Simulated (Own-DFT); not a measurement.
Simulation results for HfO2 (monoclinic hafnia, atoms displaced)

A calculation, not a measurement: plane-wave density functional theory by an unreviewed code, no spin, of a simulated periodic cell, stress positive in tension, run twice, with PBE and with PBEsol, both on files made for PBE, so the change isn't that of files made for PBEsol, hafnium file: forces about 75 meV/angstrom off all-electron values; oxygen file: force components 24 meV/angstrom off all-electron in one glass; forces on such cells passed a denser k mesh, this cell's mesh not checked; the far tail of each file's local potential was reset to the Coulomb form; each entry is a single point on an unrelaxed cell, so the pressure reflects the starting lattice, mostly measured values (interpolated for alloys), from which strain is counted, and rises with the displacements; printed positions are rounded, which can move forces by about a meV/angstrom; the program, named Own-DFT, is a retired in-house code; no spin-orbit coupling; stress was not checked against mesh or cutoff. Program: Own-DFT development build.

```yaml
- formula: HfO2
  kind: "monoclinic hafnia, atoms displaced"
  structure:
    cell_angstrom: [[10.234, 0.0, 0.0], [0.0, 10.35, 0.0], [-1.6955, 0.0, 10.4453]]
    atoms_fractional:
      - [Hf, 0.13885, 0.01743, 0.10545]
      - [Hf, 0.35682, 0.27183, 0.14639]
      - [Hf, 0.3514, 0.47967, 0.39542]
      - [Hf, 0.13179, 0.22225, 0.35385]
      - [O, 0.04011, 0.16901, 0.16401]
      - [O, 0.4715, 0.42, 0.07714]
      - [O, 0.45734, 0.3298, 0.3327]
      - [O, 0.03809, 0.07629, 0.42246]
      - [O, 0.23407, 0.38355, 0.25135]
      - [O, 0.2671, 0.12689, 0.00858]
      - [O, 0.26919, 0.12373, 0.25736]
      - [O, 0.2237, 0.36959, 0.47993]
      - [Hf, 0.13374, 0.0295, 0.59977]
      - [Hf, 0.36291, 0.26432, 0.64843]
      - [Hf, 0.3606, 0.47936, 0.88953]
      - [Hf, 0.14311, 0.22827, 0.85168]
      - [O, 0.03767, 0.16473, 0.67952]
      - [O, 0.46361, 0.41926, 0.57544]
      - [O, 0.4613, 0.34389, 0.83316]
      - [O, 0.03777, 0.07877, 0.92241]
      - [O, 0.22581, 0.37922, 0.73714]
      - [O, 0.2741, 0.11502, 0.50831]
      - [O, 0.27803, 0.12142, 0.75727]
      - [O, 0.22269, 0.36734, 0.99124]
      - [Hf, 0.13664, 0.51779, 0.10725]
      - [Hf, 0.3628, 0.77327, 0.14835]
      - [Hf, 0.36609, 0.97709, 0.39889]
      - [Hf, 0.14392, 0.73529, 0.35716]
      - [O, 0.02926, 0.66753, 0.17771]
      - [O, 0.45805, 0.91414, 0.07732]
      - [O, 0.46121, 0.83632, 0.32955]
      - [O, 0.0449, 0.5913, 0.42923]
      - [O, 0.22311, 0.88339, 0.23125]
      - [O, 0.26317, 0.63363, 0.00825]
      - [O, 0.27517, 0.62428, 0.25636]
      - [O, 0.22592, 0.87206, 0.48806]
      - [Hf, 0.14205, 0.53118, 0.60126]
      - [Hf, 0.36247, 0.77603, 0.64624]
      - [Hf, 0.36261, 0.97935, 0.89941]
      - [Hf, 0.14208, 0.73603, 0.85365]
      - [O, 0.03831, 0.66253, 0.67664]
      - [O, 0.46668, 0.91542, 0.57705]
      - [O, 0.46682, 0.82519, 0.82863]
      - [O, 0.0411, 0.57831, 0.91812]
      - [O, 0.22317, 0.88471, 0.73699]
      - [O, 0.2759, 0.62929, 0.50939]
      - [O, 0.2714, 0.62337, 0.76162]
      - [O, 0.22167, 0.86976, 0.98998]
      - [Hf, 0.63843, 0.0316, 0.10917]
      - [Hf, 0.85951, 0.27629, 0.14333]
      - [Hf, 0.86198, 0.4722, 0.39943]
      - [Hf, 0.63943, 0.22814, 0.35126]
      - [O, 0.54332, 0.16733, 0.17831]
      - [O, 0.96162, 0.41491, 0.08353]
      - [O, 0.95885, 0.32723, 0.32119]
      - [O, 0.5372, 0.0816, 0.41726]
      - [O, 0.73544, 0.38506, 0.2424]
      - [O, 0.77898, 0.12837, 0.01173]
      - [O, 0.77655, 0.12857, 0.25953]
      - [O, 0.72556, 0.36524, 0.49606]
      - [Hf, 0.63787, 0.02397, 0.60412]
      - [Hf, 0.86243, 0.267, 0.64877]
      - [Hf, 0.86047, 0.47889, 0.8934]
      - [Hf, 0.639, 0.22961, 0.85236]
      - [O, 0.53851, 0.16962, 0.66883]
      - [O, 0.95488, 0.41872, 0.56566]
      - [O, 0.96058, 0.33681, 0.83384]
      - [O, 0.54166, 0.08461, 0.92402]
      - [O, 0.73412, 0.38143, 0.74262]
      - [O, 0.7734, 0.12172, 0.51404]
      - [O, 0.78224, 0.12007, 0.75755]
      - [O, 0.71786, 0.36973, 0.98544]
      - [Hf, 0.63648, 0.51957, 0.10787]
      - [Hf, 0.86607, 0.77137, 0.13778]
      - [Hf, 0.86333, 0.97133, 0.40221]
      - [Hf, 0.63688, 0.72492, 0.35838]
      - [O, 0.53576, 0.66828, 0.17697]
      - [O, 0.95971, 0.90831, 0.07559]
      - [O, 0.96744, 0.83763, 0.33284]
      - [O, 0.54329, 0.58884, 0.42551]
      - [O, 0.72856, 0.87962, 0.23973]
      - [O, 0.77296, 0.62126, 0.00925]
      - [O, 0.77567, 0.62261, 0.26499]
      - [O, 0.71968, 0.87253, 0.48807]
      - [Hf, 0.64357, 0.52332, 0.60122]
      - [Hf, 0.86377, 0.76895, 0.64386]
      - [Hf, 0.86278, 0.97919, 0.89928]
      - [Hf, 0.6345, 0.72889, 0.85557]
      - [O, 0.53509, 0.66418, 0.66663]
      - [O, 0.9609, 0.91957, 0.57505]
      - [O, 0.96021, 0.83607, 0.83065]
      - [O, 0.53905, 0.58433, 0.92985]
      - [O, 0.72602, 0.87729, 0.74777]
      - [O, 0.77698, 0.63557, 0.51885]
      - [O, 0.78223, 0.62424, 0.76339]
      - [O, 0.7118, 0.87376, 0.98766]
  settings:
    functional: "PBE, then PBEsol"
    potential_files: "PseudoDojo norm-conserving, scalar-relativistic, standard set"
    "wave_cutoff [hartree]": 72.0
    occupations: Fermi-Dirac
    "smearing_width [eV]": 0.1
    k_mesh: "2 x 2 x 2 centred on Gamma"
  results:
    "PBE_pressure [GPa]": 5.93
    "PBE_stress_xx [GPa]": -5.93
    "PBE_stress_yy [GPa]": -6.06
    "PBE_stress_zz [GPa]": -5.79
    "PBE_stress_yz [GPa]": -0.16
    "PBE_stress_xz [GPa]": -0.03
    "PBE_stress_xy [GPa]": 0.02
    "PBEsol_pressure [GPa]": -0.54
    "PBEsol_stress_xx [GPa]": 0.53
    "PBEsol_stress_yy [GPa]": 0.36
    "PBEsol_stress_zz [GPa]": 0.73
    "PBEsol_stress_yz [GPa]": -0.14
    "PBEsol_stress_xz [GPa]": 0.3
    "PBEsol_stress_xy [GPa]": 0.02
    force_element: [Hf, Hf, Hf, Hf, O, O, O, O, O, O, O, O, Hf, Hf, Hf, Hf, O, O, O, O, O, O, O, O, Hf, Hf, Hf, Hf, O, O, O, O, O, O, O, O, Hf, Hf, Hf, Hf, O, O, O, O, O, O, O, O, Hf, Hf, Hf, Hf, O, O, O, O, O, O, O, O, Hf, Hf, Hf, Hf, O, O, O, O, O, O, O, O, Hf, Hf, Hf, Hf, O, O, O, O, O, O, O, O, Hf, Hf, Hf, Hf, O, O, O, O, O, O, O, O]
    "PBE_force_x [eV/angstrom]": [-0.863, 0.813, 2.458, 0.595, -0.853, -2.197, 1.334, -0.526, -1.424, 1.615, 0.929, -0.814, 0.34, 0.309, -0.679, -1.628, -0.529, -0.273, 1.964, -0.048, -0.347, 0.444, 0.432, 0.459, -0.489, -0.157, -0.289, -1.169, 1.411, 1.205, 0.483, -1.341, -0.022, 1.25, -0.233, -0.041, -0.862, 0.525, 0.31, -1.578, -0.905, 0.096, -1.943, -0.784, 0.258, 0.828, 1.082, 0.416, 1.672, 0.127, 0.365, -0.311, -2.549, 1.035, 1.169, -0.254, -1.647, -0.268, 0.294, -0.394, 1.01, -0.189, 0.15, 0.636, -0.608, 1.868, 2.066, -1.321, -1.227, 0.635, -0.842, 0.127, 0.937, -3.082, -1.408, 1.392, -0.399, 1.794, 0.861, -1.769, -0.219, 0.586, 0.01, 0.009, -1.095, -0.53, -0.778, 1.749, -0.415, 0.7, 1.391, -1.296, -0.24, 0.44, -0.463, 0.716]
    "PBE_force_y [eV/angstrom]": [0.824, 0.46, 0.136, 0.881, 0.308, -1.65, -0.267, 0.759, -0.423, 0.178, -0.277, -0.824, -2.254, 1.91, 1.99, 0.236, 0.652, -0.652, -2.85, 0.431, -0.223, 2.112, 0.247, 0.366, 1.364, -1.298, 0.854, -0.41, -1.068, 1.597, -0.801, -0.609, -0.811, -0.291, -0.131, -0.248, -1.68, -0.965, -0.625, -1.201, 0.969, 0.318, 1.632, -0.029, -0.133, 0.648, 0.118, 0.753, -3.218, -1.5, 1.768, 0.584, 1.418, 1.255, 0.184, 0.008, -0.658, 0.289, -0.75, 0.135, -1.62, 0.777, 1.518, 0.539, 0.488, -0.69, -1.971, -0.016, -0.36, 1.027, 0.331, -0.281, 1.394, -1.466, 0.769, 1.585, -0.043, 2.038, -0.798, -1.8, 0.677, 0.995, -0.146, -0.205, -0.403, 0.732, -0.195, -0.382, 0.508, -0.425, -0.978, -0.191, 0.654, -1.059, -0.238, -0.303]
    "PBE_force_z [eV/angstrom]": [-0.924, 0.696, 0.647, -1.027, 0.694, 0.345, -0.558, -0.36, -2.574, 0.015, 0.416, 1.466, 1.023, -1.384, 2.035, 1.288, -0.748, 0.563, -1.444, -0.492, -0.304, 0.676, 0.466, 0.306, -0.896, -0.592, -1.029, -1.163, -0.232, -0.282, -0.185, -0.833, 1.535, 0.671, 0.687, 0.342, 0.589, 0.074, -0.072, 0.633, -0.473, 0.239, -0.122, 0.429, 0.239, 0.423, -0.481, -0.386, -0.45, -0.425, -1.651, 1.389, -0.877, -0.668, 1.366, 0.502, -0.105, -0.177, 0.539, -0.936, 0.189, 0.019, 0.795, 0.594, 0.591, 2.409, -0.899, -0.389, -0.733, -0.282, 0.456, 0.369, 0.068, 1.838, -2.186, -1.379, -0.215, -0.285, -0.54, 0.011, -0.214, 0.5, 0.444, 0.619, 1.013, 1.807, -0.612, 0.153, 0.628, 1.104, -0.463, -1.019, -1.537, -1.105, -0.419, 0.229]
    "PBEsol_force_x [eV/angstrom]": [-0.814, 0.765, 2.357, 0.592, -0.813, -2.138, 1.279, -0.488, -1.311, 1.502, 0.834, -0.716, 0.344, 0.296, -0.654, -1.576, -0.5, -0.28, 1.896, -0.041, -0.262, 0.356, 0.353, 0.506, -0.466, -0.164, -0.279, -1.145, 1.382, 1.143, 0.449, -1.263, 0.039, 1.14, -0.297, 0.026, -0.835, 0.523, 0.284, -1.52, -0.864, 0.073, -1.892, -0.76, 0.32, 0.728, 0.986, 0.468, 1.668, 0.114, 0.344, -0.302, -2.456, 1.001, 1.123, -0.238, -1.529, -0.336, 0.194, -0.305, 1.011, -0.225, 0.133, 0.639, -0.593, 1.787, 1.994, -1.27, -1.118, 0.545, -0.88, 0.184, 0.914, -3.006, -1.371, 1.37, -0.381, 1.735, 0.835, -1.682, -0.145, 0.508, -0.074, 0.081, -1.069, -0.544, -0.759, 1.712, -0.393, 0.669, 1.347, -1.247, -0.166, 0.353, -0.502, 0.766]
    "PBEsol_force_y [eV/angstrom]": [0.867, 0.502, 0.046, 0.812, 0.296, -1.588, -0.267, 0.735, -0.41, 0.164, -0.257, -0.787, -2.157, 1.91, 1.883, 0.172, 0.643, -0.626, -2.782, 0.407, -0.23, 2.042, 0.267, 0.352, 1.397, -1.212, 0.781, -0.455, -1.014, 1.563, -0.783, -0.595, -0.797, -0.273, -0.127, -0.246, -1.553, -0.899, -0.66, -1.239, 0.959, 0.323, 1.577, -0.038, -0.144, 0.62, 0.116, 0.741, -3.088, -1.412, 1.65, 0.494, 1.385, 1.223, 0.166, -0.001, -0.654, 0.278, -0.709, 0.144, -1.53, 0.802, 1.44, 0.486, 0.48, -0.655, -1.924, -0.022, -0.363, 0.994, 0.341, -0.274, 1.412, -1.391, 0.686, 1.483, -0.028, 1.994, -0.779, -1.74, 0.669, 0.963, -0.148, -0.195, -0.324, 0.74, -0.251, -0.392, 0.511, -0.399, -0.955, -0.208, 0.633, -1.03, -0.238, -0.3]
    "PBEsol_force_z [eV/angstrom]": [-0.931, 0.727, 0.647, -1.039, 0.745, 0.283, -0.613, -0.279, -2.506, 0.006, 0.392, 1.396, 0.966, -1.314, 2.001, 1.244, -0.683, 0.49, -1.448, -0.429, -0.271, 0.666, 0.447, 0.3, -0.911, -0.553, -0.964, -1.139, -0.193, -0.334, -0.224, -0.748, 1.485, 0.65, 0.677, 0.323, 0.545, 0.091, -0.03, 0.611, -0.431, 0.172, -0.175, 0.471, 0.244, 0.411, -0.472, -0.379, -0.464, -0.378, -1.591, 1.327, -0.797, -0.693, 1.275, 0.547, -0.104, -0.166, 0.504, -0.913, 0.145, 0.05, 0.775, 0.584, 0.631, 2.279, -0.931, -0.324, -0.707, -0.258, 0.433, 0.354, 0.026, 1.832, -2.1, -1.364, -0.153, -0.331, -0.552, 0.07, -0.203, 0.484, 0.439, 0.599, 0.959, 1.792, -0.585, 0.14, 0.652, 1.0, -0.492, -0.951, -1.49, -1.06, -0.416, 0.201]
    "rms_change_of_force_components_from_PBE_to_PBEsol [eV/angstrom]": 0.051
```
